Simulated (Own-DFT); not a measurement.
# Misfit strain and the stress it brings: wurtzite AlGaN with randomly placed atoms, 72 atoms (Al27Ga9N36)

Source: density functional calculations with Own-DFT, an unreviewed in-house program that is no longer used. Nothing was measured or relaxed, and spin and spin-orbit coupling are left out.

Common settings: PBE; PseudoDojo norm-conserving scalar-relativistic files (stringent for Ga); cutoff 96 hartree; 4 x 4 x 3 k mesh centred on Gamma; Gaussian smearing of 0.01 eV.

Caveats: forces on such cells passed a denser k mesh, each cell not checked; stress not checked against mesh or cutoff.

Unstrained cell vectors in Å: (9.394, 0.000, 0.000); (-4.697, 8.135, 0.000); (0.000, 0.000, 10.066). The unstrained cell has measured lattice constants (interpolated for alloys), not those of this functional. That, the random moves and any unrelaxed bonds set the pressure at no strain. Each run strains x and y alike by e, as a substrate would, and holds the height along z. All atoms carry random offsets, Gaussian with a width of 0.05 Å per axis. The random placing of the alloy's atoms differs from row to row. Stress is positive in tension.

```
e (%),u (Å),(s_xx + s_yy)/2 (GPa),s_zz (GPa)
-2.25,0.053,-20.52,-11.12
-1.75,0.051,-17.40,-8.55
-1.25,0.049,?,?
-0.75,0.049,-11.01,-7.77
0.75,0.049,-2.07,-6.08
1.00,0.047,-0.30,-6.59
1.25,0.052,0.59,-4.68
1.75,0.047,2.95,-3.58
2.50,0.048,6.27,-3.17
3.00,0.048,8.83,-3.59
```

## Fit

With e as a fraction, the in-plane stress is -6.3 + 580 e - 2726 e² GPa (errors 5 and 341, scatter 0.26), and s_zz is -7.0 + 140 e GPa (slope ± 16, scatter 0.83). At e = 0 the first slope is C11 + C12 and the second 2 C13, both with the ions held to the strained lattice and at the cell's own pressure. The term in e² is negative: the layer stiffens under compression and softens under tension. A free layer would change its height as e changes, and the in-plane slope would drop by 2 C13²/C33 to the biaxial modulus. At fixed height, a misfit of 1 % moves the in-plane stress by about 5.8 GPa and s_zz by 1.4 GPa.

## The run left out

Asked: what are the two stresses at e = -1.25 %?

The fitted form gives -13.9 and -8.7 GPa. Computed: -14.88 and -8.11 GPa. This run lies off the fit, by chance or by something that the fit leaves out.
